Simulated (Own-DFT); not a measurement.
# Computed records: Si3N4 (beta silicon nitride, atoms displaced)

A calculation, not a measurement: plane-wave PBE density functional theory by an unreviewed code, no spin, of a simulated periodic cell, stress positive in tension, free energy of the whole cell less one offset for each atom, forces on such cells moved up to 12 meV/angstrom on a denser k mesh; offsets are fitted by least squares, one for each functional and potential file, so energies compare only between cells with the same atoms and settings and are not formation energies; the far tail of each file's local potential was reset to the Coulomb form; each entry is a single point on an unrelaxed cell, so the pressure reflects the starting lattice, mostly measured values (interpolated for alloys), from which strain is counted, and rises with the displacements; printed positions are rounded, which can move forces by about a meV/angstrom; the program, named Own-DFT, is a retired in-house code; no spin-orbit coupling; before rounding, a Quantum ESPRESSO 7.3.1 run of the same cell and cutoff gave forces within 1 meV/angstrom rms on each cell, which checks the program and not the settings. Program: Own-DFT development build.

Common to all runs: functional PBE; potential files PseudoDojo norm-conserving, scalar-relativistic, standard set; wave cutoff 42 hartree; occupations Fermi-Dirac; smearing width 0.1 eV; k mesh 2 x 2 x 4 centred on Gamma.

```json
{"entry": 1, "formula": "Si3N4", "kind": "beta silicon nitride, atoms displaced", "structure": {"cell_angstrom": [[15.212, 0.0, 0.0], [-7.606, 13.174, 0.0], [0.0, 0.0, 5.818]], "atoms_fractional": [["Si", 0.08749, 0.38551, 0.12305], ["Si", 0.11529, 0.20094, 0.12458], ["Si", 0.29643, 0.41309, 0.12692], ["Si", 0.41515, 0.11528, 0.37226], ["Si", 0.38564, 0.29763, 0.37882], ["Si", 0.20139, 0.08508, 0.36992], ["N", 0.16662, 0.01672, 0.12552], ["N", 0.48476, 0.14996, 0.12535], ["N", 0.34837, 0.33244, 0.12642], ["N", 0.33532, 0.4852, 0.37736], ["N", 0.01669, 0.34939, 0.37107], ["N", 0.15276, 0.16815, 0.37161], ["N", 0.16377, 0.3315, 0.12693], ["N", 0.33068, 0.16601, 0.38132], ["Si", 0.08786, 0.38509, 0.62564], ["Si", 0.11473, 0.19929, 0.62686], ["Si", 0.3003, 0.41691, 0.62339], ["Si", 0.41523, 0.11401, 0.87692], ["Si", 0.38295, 0.29782, 0.87736], ["Si", 0.20343, 0.08474, 0.87386], ["N", 0.16594, 0.0186, 0.62126], ["N", 0.48388, 0.15274, 0.62167], ["N", 0.34981, 0.33607, 0.62319], ["N", 0.33042, 0.4832, 0.87927], ["N", 0.01834, 0.35044, 0.87855], ["N", 0.149, 0.16694, 0.87917], ["N", 0.16643, 0.33355, 0.62026], ["N", 0.33283, 0.16721, 0.877], ["Si", 0.0866, 0.88152, 0.12633], ["Si", 0.11599, 0.70266, 0.12912], ["Si", 0.29931, 0.91318, 0.12575], ["Si", 0.41226, 0.61353, 0.37726], ["Si", 0.3854, 0.79889, 0.37381], ["Si", 0.2034, 0.58822, 0.37436], ["N", 0.1684, 0.51866, 0.12343], ["N", 0.48633, 0.65368, 0.12604], ["N", 0.35097, 0.83788, 0.12796], ["N", 0.33564, 0.98471, 0.37326], ["N", 0.01401, 0.84763, 0.36946], ["N", 0.15224, 0.66844, 0.37704], ["N", 0.16922, 0.8378, 0.12344], ["N", 0.33502, 0.66779, 0.37174], ["Si", 0.08754, 0.88768, 0.62685], ["Si", 0.11351, 0.70101, 0.62468], ["Si", 0.29676, 0.9121, 0.62516], ["Si", 0.41501, 0.61722, 0.87367], ["Si", 0.38519, 0.7969, 0.87967], ["Si", 0.20443, 0.58722, 0.87606], ["N", 0.16978, 0.51622, 0.6213], ["N", 0.48288, 0.65068, 0.62384], ["N", 0.35047, 0.83306, 0.61894], ["N", 0.33289, 0.9841, 0.88218], ["N", 0.01544, 0.8494, 0.87755], ["N", 0.15335, 0.6653, 0.86992], ["N", 0.16615, 0.83297, 0.62315], ["N", 0.33177, 0.66262, 0.87752], ["Si", 0.58678, 0.38672, 0.12167], ["Si", 0.61898, 0.20457, 0.13041], ["Si", 0.79587, 0.41208, 0.12231], ["Si", 0.91369, 0.11474, 0.36428], ["Si", 0.88566, 0.29935, 0.37501], ["Si", 0.70269, 0.08629, 0.37253], ["N", 0.66573, 0.01246, 0.12147], ["N", 0.98156, 0.15008, 0.1224], ["N", 0.85087, 0.33472, 0.12308], ["N", 0.83441, 0.48418, 0.37735], ["N", 0.51532, 0.34615, 0.3724], ["N", 0.64671, 0.16413, 0.37925], ["N", 0.66451, 0.33479, 0.11851], ["N", 0.83292, 0.16797, 0.37406], ["Si", 0.58581, 0.38506, 0.62338], ["Si", 0.61417, 0.20312, 0.62269], ["Si", 0.79423, 0.41189, 0.62171], ["Si", 0.91414, 0.1174, 0.86949], ["Si", 0.88518, 0.29851, 0.87411], ["Si", 0.70298, 0.08637, 0.87374], ["N", 0.66656, 0.01242, 0.62276], ["N", 0.98212, 0.14841, 0.62681], ["N", 0.85022, 0.33256, 0.61789], ["N", 0.8329, 0.48125, 0.87645], ["N", 0.5155, 0.34822, 0.87628], ["N", 0.65263, 0.16677, 0.86777], ["N", 0.66993, 0.33404, 0.62332], ["N", 0.83399, 0.16678, 0.8741], ["Si", 0.5864, 0.88622, 0.12231], ["Si", 0.6098, 0.70213, 0.13164], ["Si", 0.79643, 0.91199, 0.13104], ["Si", 0.91383, 0.61312, 0.37353], ["Si", 0.88555, 0.79992, 0.3748], ["Si", 0.70086, 0.58426, 0.37889], ["N", 0.66695, 0.51877, 0.12355], ["N", 0.98364, 0.64927, 0.12592], ["N", 0.85126, 0.83414, 0.11975], ["N", 0.83477, 0.98468, 0.37479], ["N", 0.51586, 0.85038, 0.38078], ["N", 0.65096, 0.66519, 0.37559], ["N", 0.66831, 0.83246, 0.11653], ["N", 0.83326, 0.66621, 0.37705], ["Si", 0.58813, 0.88355, 0.62618], ["Si", 0.61408, 0.70074, 0.62429], ["Si", 0.79726, 0.91108, 0.62073], ["Si", 0.91017, 0.61462, 0.87585], ["Si", 0.88956, 0.79866, 0.87418], ["Si", 0.70222, 0.58537, 0.87776], ["N", 0.66608, 0.517, 0.62666], ["N", 0.98235, 0.65098, 0.62867], ["N", 0.84743, 0.8324, 0.62456], ["N", 0.83274, 0.9837, 0.87472], ["N", 0.51384, 0.84926, 0.87547], ["N", 0.64956, 0.66729, 0.87769], ["N", 0.66825, 0.83319, 0.6296], ["N", 0.83417, 0.6684, 0.87179]]}, "results": {"free_energy_of_cell_above_offsets [eV]": "-18.813", "pressure [GPa]": 5.62, "stress_xx [GPa]": -5.0, "stress_yy [GPa]": -4.32, "stress_zz [GPa]": -7.54, "stress_yz [GPa]": 0.5, "stress_xz [GPa]": 0.3, "stress_xy [GPa]": -1.2, "force_element": ["Si", "Si", "Si", "Si", "Si", "Si", "N", "N", "N", "N", "N", "N", "N", "N", "Si", "Si", "Si", "Si", "Si", "Si", "N", "N", "N", "N", "N", "N", "N", "N", "Si", "Si", "Si", "Si", "Si", "Si", "N", "N", "N", "N", "N", "N", "N", "N", "Si", "Si", "Si", "Si", "Si", "Si", "N", "N", "N", "N", "N", "N", "N", "N", "Si", "Si", "Si", "Si", "Si", "Si", "N", "N", "N", "N", "N", "N", "N", "N", "Si", "Si", "Si", "Si", "Si", "Si", "N", "N", "N", "N", "N", "N", "N", "N", "Si", "Si", "Si", "Si", "Si", "Si", "N", "N", "N", "N", "N", "N", "N", "N", "Si", "Si", "Si", "Si", "Si", "Si", "N", "N", "N", "N", "N", "N", "N", "N"], "force_x [eV/angstrom]": [1.0, -1.372, -0.596, -2.281, -0.769, 0.173, -0.375, 1.28, -0.272, 0.296, -0.779, 0.02, 0.918, 1.564, 0.774, -0.918, -1.398, -1.927, 0.344, -0.527, -0.329, 0.757, 0.547, 0.9, -1.633, 1.708, 0.783, 0.968, 0.027, 0.001, -1.16, -0.982, 0.695, 0.715, -0.446, -2.111, 1.24, 0.16, 0.635, 0.037, 0.498, -0.276, 0.697, -0.06, 0.153, -0.953, -0.896, -0.052, -0.634, 0.926, -0.782, 0.481, 1.226, -1.388, -0.499, 0.639, 0.457, -0.88, 0.136, -1.612, 0.957, 0.386, -0.461, 1.967, -0.836, 0.063, -0.1, 1.1, 1.034, 0.352, 1.261, 0.28, 2.123, -1.233, 0.588, 0.798, -0.448, 1.436, -1.196, 0.034, -0.769, -0.648, -2.689, -0.515, 1.336, 3.726, 0.521, -1.928, -0.459, 0.859, -0.249, 1.005, -0.241, 0.169, 0.0, -0.813, -1.932, 0.222, 0.457, 0.649, -0.443, -0.047, -2.683, -0.575, -0.275, 1.141, 1.124, 0.389, 0.395, 0.333, -0.936, -0.08], "force_y [eV/angstrom]": [0.265, 1.089, -1.444, 0.184, -1.176, 2.016, -1.95, 0.334, 0.98, 0.244, 0.281, -1.039, 0.718, 0.035, -0.294, 1.777, -2.171, 0.801, -0.723, 1.971, -1.673, -0.192, 0.293, 1.51, -0.208, -1.551, -0.226, -0.386, 1.375, 0.789, 0.247, 1.255, -0.921, 0.44, -1.413, -1.52, -0.917, 0.152, 0.831, -0.625, -2.076, -0.068, -1.08, 0.788, -0.245, -0.945, -1.014, -0.356, -0.241, 0.039, 0.736, 0.35, 0.862, 0.564, 0.279, 2.215, -0.174, -0.003, -0.474, 0.408, -1.059, 0.229, 1.72, 0.548, 0.555, -0.345, 0.783, -0.688, -0.308, -0.559, -0.442, 0.376, 0.101, -1.662, -0.779, 0.244, 1.061, 0.457, 1.307, 1.426, 0.259, -0.132, -0.717, 0.377, -1.79, 1.068, -0.114, 1.059, -1.93, 2.552, -2.146, 0.183, 0.596, -0.078, 0.162, -0.296, 0.254, -0.235, -0.379, 0.913, 0.775, -0.204, -0.791, 2.935, -1.792, -0.176, 0.225, 0.459, 0.271, -1.22, -0.807, -0.966], "force_z [eV/angstrom]": [0.741, 0.503, 0.046, 0.263, -0.496, 0.288, -0.735, -0.249, 0.429, -0.911, 0.691, 0.669, -0.076, -0.295, -0.568, -0.617, 0.923, -0.385, -0.506, 0.471, 0.449, 0.773, 0.555, -0.352, -1.077, -0.839, 0.227, -0.054, -0.074, -1.394, 0.483, -0.771, 0.068, 0.047, 0.556, 0.201, -0.643, 0.749, 1.403, -0.202, 0.061, 0.026, -0.826, 0.61, 0.022, 0.721, -0.992, -0.901, 0.422, 0.086, 1.793, -1.67, -0.63, 0.987, 0.143, -0.013, 0.297, -1.613, 0.788, 2.052, -0.825, 0.441, 0.327, -0.585, 0.126, -0.843, 0.196, -0.741, 0.401, -0.207, 0.322, 0.789, 0.51, 0.796, -0.465, -0.64, 0.123, -1.838, 1.444, -0.733, -0.655, 1.309, -0.143, 0.024, 0.858, -0.966, -2.008, 0.721, -0.472, -0.679, 0.812, -0.482, 0.716, 0.047, -1.245, 0.037, 0.791, -0.152, 0.059, 0.587, 1.513, 0.055, -0.155, -0.585, 0.258, -0.37, 0.077, 0.01, -0.03, 0.148, -0.555, 0.223]}}
{"entry": 2, "formula": "Si3N4", "kind": "beta silicon nitride, atoms displaced", "structure": {"cell_angstrom": [[15.212, 0.0, 0.0], [-7.606, 13.174, 0.0], [0.0, 0.0, 5.818]], "atoms_fractional": [["Si", 0.08765, 0.38633, 0.12185], ["Si", 0.11871, 0.20543, 0.1221], ["Si", 0.29838, 0.41259, 0.12592], ["Si", 0.41365, 0.11543, 0.37329], ["Si", 0.3818, 0.29592, 0.38072], ["Si", 0.20206, 0.0887, 0.37401], ["N", 0.16619, 0.01431, 0.12147], ["N", 0.48467, 0.15047, 0.12576], ["N", 0.34883, 0.33308, 0.12351], ["N", 0.33278, 0.48457, 0.38276], ["N", 0.01373, 0.3477, 0.38223], ["N", 0.15089, 0.16897, 0.37264], ["N", 0.16611, 0.33237, 0.12539], ["N", 0.33332, 0.16532, 0.37798], ["Si", 0.08753, 0.38543, 0.62599], ["Si", 0.11512, 0.20044, 0.61788], ["Si", 0.29614, 0.41227, 0.62625], ["Si", 0.41418, 0.11788, 0.87479], ["Si", 0.38561, 0.29974, 0.88147], ["Si", 0.19968, 0.08544, 0.87699], ["N", 0.16542, 0.01532, 0.6275], ["N", 0.48392, 0.1499, 0.6241], ["N", 0.34924, 0.33543, 0.62583], ["N", 0.33438, 0.48279, 0.87229], ["N", 0.01518, 0.35153, 0.87379], ["N", 0.1477, 0.16711, 0.87606], ["N", 0.1657, 0.33426, 0.627], ["N", 0.33305, 0.1639, 0.86394], ["Si", 0.08688, 0.88293, 0.1246], ["Si", 0.11684, 0.70364, 0.12699], ["Si", 0.29819, 0.91228, 0.1279], ["Si", 0.41479, 0.61643, 0.37484], ["Si", 0.38264, 0.79591, 0.37238], ["Si", 0.20067, 0.58545, 0.37456], ["N", 0.16716, 0.51723, 0.12466], ["N", 0.48215, 0.65167, 0.12798], ["N", 0.34812, 0.83243, 0.12833], ["N", 0.33669, 0.9863, 0.37422], ["N", 0.01798, 0.8498, 0.37417], ["N", 0.14738, 0.66503, 0.37393], ["N", 0.16998, 0.83539, 0.12399], ["N", 0.33307, 0.66668, 0.37143], ["Si", 0.08542, 0.88484, 0.62544], ["Si", 0.11362, 0.7025, 0.63362], ["Si", 0.2989, 0.91482, 0.62989], ["Si", 0.41538, 0.61434, 0.87776], ["Si", 0.38532, 0.79681, 0.87999], ["Si", 0.20024, 0.58757, 0.87858], ["N", 0.16681, 0.51797, 0.61884], ["N", 0.48412, 0.65084, 0.62355], ["N", 0.34955, 0.83341, 0.62222], ["N", 0.33332, 0.98433, 0.87413], ["N", 0.01852, 0.85051, 0.87075], ["N", 0.15156, 0.66511, 0.87123], ["N", 0.165, 0.83348, 0.62396], ["N", 0.33254, 0.66684, 0.87314], ["Si", 0.58819, 0.38436, 0.12585], ["Si", 0.61451, 0.20152, 0.12606], ["Si", 0.79663, 0.41161, 0.13352], ["Si", 0.91447, 0.11585, 0.3731], ["Si", 0.88654, 0.29995, 0.37477], ["Si", 0.69927, 0.08435, 0.37527], ["N", 0.66522, 0.01361, 0.12602], ["N", 0.98427, 0.14805, 0.12528], ["N", 0.85057, 0.33486, 0.1215], ["N", 0.83178, 0.48433, 0.37198], ["N", 0.51666, 0.35212, 0.37264], ["N", 0.64887, 0.16652, 0.36911], ["N", 0.66802, 0.33618, 0.12284], ["N", 0.83327, 0.17036, 0.37568], ["Si", 0.58724, 0.38451, 0.61906], ["Si", 0.61651, 0.20523, 0.62381], ["Si", 0.79313, 0.40845, 0.62229], ["Si", 0.91352, 0.11433, 0.87631], ["Si", 0.88462, 0.29642, 0.87217], ["Si", 0.70076, 0.08792, 0.8752], ["N", 0.66551, 0.01561, 0.61839], ["N", 0.98461, 0.15037, 0.62281], ["N", 0.84673, 0.33417, 0.61758], ["N", 0.83408, 0.48567, 0.87604], ["N", 0.5145, 0.3479, 0.87674], ["N", 0.64939, 0.16714, 0.87884], ["N", 0.6673, 0.3337, 0.62257], ["N", 0.83215, 0.16593, 0.87721], ["Si", 0.58413, 0.88294, 0.12595], ["Si", 0.61487, 0.7032, 0.12112], ["Si", 0.79589, 0.91329, 0.12802], ["Si", 0.91273, 0.61363, 0.37944], ["Si", 0.88526, 0.80041, 0.37236], ["Si", 0.70162, 0.58847, 0.37014], ["N", 0.66648, 0.51585, 0.12248], ["N", 0.98387, 0.64941, 0.12355], ["N", 0.84827, 0.83365, 0.12339], ["N", 0.83571, 0.98384, 0.3764], ["N", 0.51548, 0.8515, 0.37721], ["N", 0.65274, 0.66719, 0.37303], ["N", 0.66834, 0.83377, 0.12307], ["N", 0.83644, 0.66543, 0.36825], ["Si", 0.5868, 0.88377, 0.62013], ["Si", 0.6166, 0.70229, 0.62021], ["Si", 0.79894, 0.91275, 0.62441], ["Si", 0.91419, 0.61685, 0.87972], ["Si", 0.88585, 0.80052, 0.87606], ["Si", 0.70248, 0.58464, 0.87064], ["N", 0.66645, 0.51464, 0.62013], ["N", 0.98494, 0.65147, 0.62965], ["N", 0.84873, 0.83455, 0.62183], ["N", 0.83471, 0.98511, 0.87229], ["N", 0.51453, 0.84641, 0.87458], ["N", 0.65222, 0.66743, 0.87291], ["N", 0.66736, 0.83287, 0.62829], ["N", 0.833, 0.66516, 0.88319]]}, "results": {"free_energy_of_cell_above_offsets [eV]": "-19.237", "pressure [GPa]": 5.56, "stress_xx [GPa]": -4.97, "stress_yy [GPa]": -4.53, "stress_zz [GPa]": -7.19, "stress_yz [GPa]": -0.22, "stress_xz [GPa]": -0.09, "stress_xy [GPa]": 0.2, "force_element": ["Si", "Si", "Si", "Si", "Si", "Si", "N", "N", "N", "N", "N", "N", "N", "N", "Si", "Si", "Si", "Si", "Si", "Si", "N", "N", "N", "N", "N", "N", "N", "N", "Si", "Si", "Si", "Si", "Si", "Si", "N", "N", "N", "N", "N", "N", "N", "N", "Si", "Si", "Si", "Si", "Si", "Si", "N", "N", "N", "N", "N", "N", "N", "N", "Si", "Si", "Si", "Si", "Si", "Si", "N", "N", "N", "N", "N", "N", "N", "N", "Si", "Si", "Si", "Si", "Si", "Si", "N", "N", "N", "N", "N", "N", "N", "N", "Si", "Si", "Si", "Si", "Si", "Si", "N", "N", "N", "N", "N", "N", "N", "N", "Si", "Si", "Si", "Si", "Si", "Si", "N", "N", "N", "N", "N", "N", "N", "N"], "force_x [eV/angstrom]": [0.147, -1.707, -1.0, -0.474, 1.158, 0.863, -0.623, 0.105, -0.264, 0.562, 1.046, 1.306, -0.172, -0.626, 0.319, -1.311, -0.592, -0.293, 0.469, 0.898, -0.699, 0.973, 0.381, 0.378, 0.052, 1.634, 0.547, -1.613, 1.151, -0.601, -0.196, -2.207, 0.325, 0.324, -0.392, 2.097, 0.1, 0.088, -1.653, 0.65, -0.889, 0.212, 1.898, 0.49, -0.559, -2.52, -0.837, 1.984, -0.344, 1.244, -0.158, 0.626, -2.014, -1.251, 0.738, 0.84, -0.069, -0.635, 0.225, -1.92, -0.883, 0.94, -0.424, 0.915, 0.102, 0.463, -1.258, 0.655, -0.02, 0.582, 0.038, -0.211, 0.619, -0.899, -0.933, 0.879, -0.43, 0.395, 1.118, 0.175, 0.448, 0.379, -1.476, 0.425, 1.341, 0.447, 0.422, 0.119, 1.267, 2.28, -0.662, 1.332, -0.155, 0.006, -0.601, -0.934, -1.517, -2.116, 0.721, -0.48, -1.329, -1.019, 0.631, 0.473, -0.507, -0.123, 0.988, 0.228, 0.204, -0.083, -0.246, -0.493], "force_y [eV/angstrom]": [-0.719, -0.364, 0.186, 0.082, -0.138, -0.762, 0.263, 0.064, 0.312, 0.29, 1.053, -1.047, 1.43, 0.632, 0.31, 1.804, -0.396, -1.017, -2.019, 1.168, 0.313, 0.45, -0.194, 0.808, 0.139, -1.159, -0.801, 1.541, 0.257, 0.164, 0.713, -0.525, -0.411, 2.148, -1.339, 0.352, 0.518, -0.648, -0.152, -0.542, -0.933, -0.484, 0.151, 0.871, -1.309, 0.218, -0.667, 0.33, -1.478, 0.149, 0.544, 0.847, -0.551, 0.56, 0.321, -0.824, 0.425, 1.697, 0.751, 0.391, -1.013, 2.306, 0.088, 0.466, 0.222, -0.183, -0.683, -0.772, -1.814, -1.911, -0.163, -0.886, 2.903, 0.614, -0.024, -0.16, -0.624, -0.222, -0.452, -1.003, 0.625, -0.541, -0.578, -0.108, 0.063, 0.286, 0.161, 0.434, -2.014, -0.173, -0.472, 0.568, 0.815, 0.631, -0.504, 0.104, -0.38, 1.212, -0.048, 0.586, 0.057, -0.997, -2.013, 1.053, 0.142, -0.427, -0.133, -0.513, 0.668, -0.762, 0.265, 1.533], "force_z [eV/angstrom]": [1.072, 0.18, 0.386, 0.364, -0.581, 0.133, 1.127, -0.33, 1.322, -1.597, -1.408, -0.471, -0.004, -0.347, -0.207, 1.545, -0.079, -0.128, -1.677, -0.569, -0.879, 0.009, 0.51, 1.105, 0.138, -0.905, -0.113, 0.772, -0.164, -0.435, -0.386, 0.814, 1.067, -0.181, -0.089, -0.452, -0.721, 0.305, -0.216, 0.83, 0.016, 0.043, -0.743, -1.77, -1.156, -0.983, -1.261, -1.418, 1.726, 0.343, 0.901, 1.039, 1.219, 1.282, 0.18, 0.216, -0.527, -0.267, -2.397, 0.288, -0.569, -0.845, -0.641, -0.211, 0.303, 1.423, 0.151, 1.394, 0.18, -0.045, 1.055, -0.116, 0.982, -0.427, -0.188, -0.111, 1.723, 0.295, 1.127, -0.229, -0.548, -1.087, 0.017, -0.167, -0.308, 0.087, -0.817, -0.489, 0.025, 0.05, 0.059, 1.057, 0.121, -0.191, -0.705, -0.532, 0.227, 0.537, 1.135, 0.786, 0.267, -0.58, -0.466, 0.361, -0.091, -0.254, 0.453, 0.582, -0.122, -0.112, -0.381, -0.634]}}
```
